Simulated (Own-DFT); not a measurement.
# Misfit strain and the stress it brings: wurtzite AlGaN with randomly placed atoms, 96 atoms (Al36Ga12N48)

No measurement is shown. These are fixed-geometry runs of a retired plane-wave code named Own-DFT, which no person has reviewed; spin and spin-orbit coupling are neglected.

Settings: PBE; PseudoDojo norm-conserving scalar-relativistic files (stringent for Ga); cutoff 96 hartree; 3 x 4 x 3 k mesh centred on Gamma; Gaussian smearing of 0.01 eV.

Caveats: k mesh not checked against a denser one; stress not checked against mesh or cutoff.

Unstrained cell vectors in Å: (12.525, 0.000, 0.000); (-4.697, 8.135, 0.000); (0.000, 0.000, 10.066). The unstrained cell has measured lattice constants (interpolated for alloys), not those of this functional. That, the random moves and any unrelaxed bonds set the pressure at no strain. Each run strains x and y alike by e, as a substrate would, and holds the height along z. Each atom got a random Gaussian move of width 0.05 Å along each axis. The random placing of the alloy's atoms differs from row to row. Stress is positive in tension.

| e (%) | u (Å) | (s_xx + s_yy)/2 (GPa) | s_zz (GPa) |
|---|---|---|---|
| -1.75 | 0.052 | -17.83 | -9.45 |
| -1.50 | 0.050 | -15.22 | -10.03 |
| -1.00 | 0.053 | -12.57 | -8.20 |
| -0.75 | 0.052 | -10.79 | -7.55 |
| -0.25 | 0.050 | ? | ? |
| 0.50 | 0.049 | -3.47 | -4.86 |
| 1.00 | 0.052 | -1.66 | -3.79 |
| 1.50 | 0.050 | 1.55 | -4.07 |
| 2.00 | 0.048 | 4.19 | -3.38 |
| 2.50 | 0.047 | 7.14 | -4.20 |

## Fit

With e as a fraction, the in-plane stress is -6.7 + 578 e - 1464 e² GPa (errors 12 and 976, scatter 0.46), and s_zz is -5.7 + 184 e - 4429 e² GPa (slope ± 14, scatter 0.53). At e = 0 the first slope is C11 + C12 and the second 2 C13, both with the ions held to the strained lattice and at the cell's own pressure. A free layer would change its height as e changes, and the in-plane slope would drop by 2 C13²/C33 to the biaxial modulus. At fixed height, a misfit of 1 % moves the in-plane stress by about 5.8 GPa and s_zz by 1.8 GPa.

## The run left out

Q: what are the two stresses at e = -0.25 %?

The fit gives -8.1 and -6.2 GPa. The calculation gave -8.41 and -6.29 GPa.
